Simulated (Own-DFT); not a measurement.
# What a defect does to the pressure of its cell: zincblende GaAs

Everything here is calculated. The program is Own-DFT (plane waves, in-house, since retired, never reviewed by a person); positions were held fixed, and spin and spin-orbit coupling were off.

All runs used: PBE; PseudoDojo norm-conserving scalar-relativistic files; cutoff 42 hartree; 3 x 3 x 3 k mesh centred on Gamma; Fermi-Dirac smearing of 0.1 eV.

Limits (not all hold for every row): not probed for a lower state with spin; forces not confirmed at this smearing and k mesh; stress not checked against mesh or cutoff.

All runs share one cell, with vectors in Å (11.737, 0.000, 0.000); (0.000, 11.737, 0.000); (0.000, 0.000, 10.919) and a volume of 1504.3 Å³, strained against the parent crystal. Atoms were moved at random from their sites; u is the rms move along one axis. The defect's site can differ from row to row.

| cell | formula | u (Å) | P (GPa) |
|---|---|---|---|
| no defect | As32Ga32 | 0.0294 | 0.73 |
| no defect | As32Ga32 | 0.0485 | 0.97 |
| no defect | As32Ga32 | 0.0507 | 1.06 |
| one P on an As site | As31Ga32P | 0.0292 | 0.53 |
| one P on an As site | As31Ga32P | 0.0313 | 0.50 |
| one P on an As site | As31Ga32P | 0.0489 | ? |
| one P on an As site | As31Ga32P | 0.0506 | 0.85 |
| one In on a Ga site | As32Ga31In | 0.0305 | 1.38 |
| one In on a Ga site | As32Ga31In | 0.0313 | 1.36 |
| one In on a Ga site | As32Ga31In | 0.0501 | 1.74 |
| one As vacancy and one Ga vacancy | As31Ga31 | 0.0282 | 0.40 |
| one As vacancy and one Ga vacancy | As31Ga31 | 0.0305 | 0.52 |
| one As vacancy and one Ga vacancy | As31Ga31 | 0.0463 | 0.59 |
| one Al on a Ga site | AlAs32Ga31 | 0.0306 | 0.74 |
| one Al on a Ga site | AlAs32Ga31 | 0.0315 | 0.75 |
| one Al on a Ga site | AlAs32Ga31 | 0.0525 | 0.96 |

## Fit

P = P0 + c u² + a shift for each defect gives P0 = 0.59 GPa, c = 171 ± 20 GPa/Å² and a scatter of 0.06 GPa. The shifts, and each times the cell's volume:

- one In on a Ga site: 0.65 ± 0.05 GPa, 6.1 eV
- one Al on a Ga site: -0.04 ± 0.05 GPa, -0.3 eV (not resolved)
- one P on an As site: -0.21 ± 0.05 GPa, -2.0 eV
- one As vacancy and one Ga vacancy: -0.31 ± 0.05 GPa, -2.9 eV

Against the defect-free cell, a freed cell would be larger where the shift is positive and smaller where it is negative (160.2 GPa Å³ is 1 eV). The atoms around the defects weren't relaxed, which would change these numbers.

## The run left out

The question: what pressure belongs in the blank (one P on an As site, u = 0.0489 Å)?

Estimate: 0.78 ± 0.07 GPa. The hidden result is 0.81 GPa.
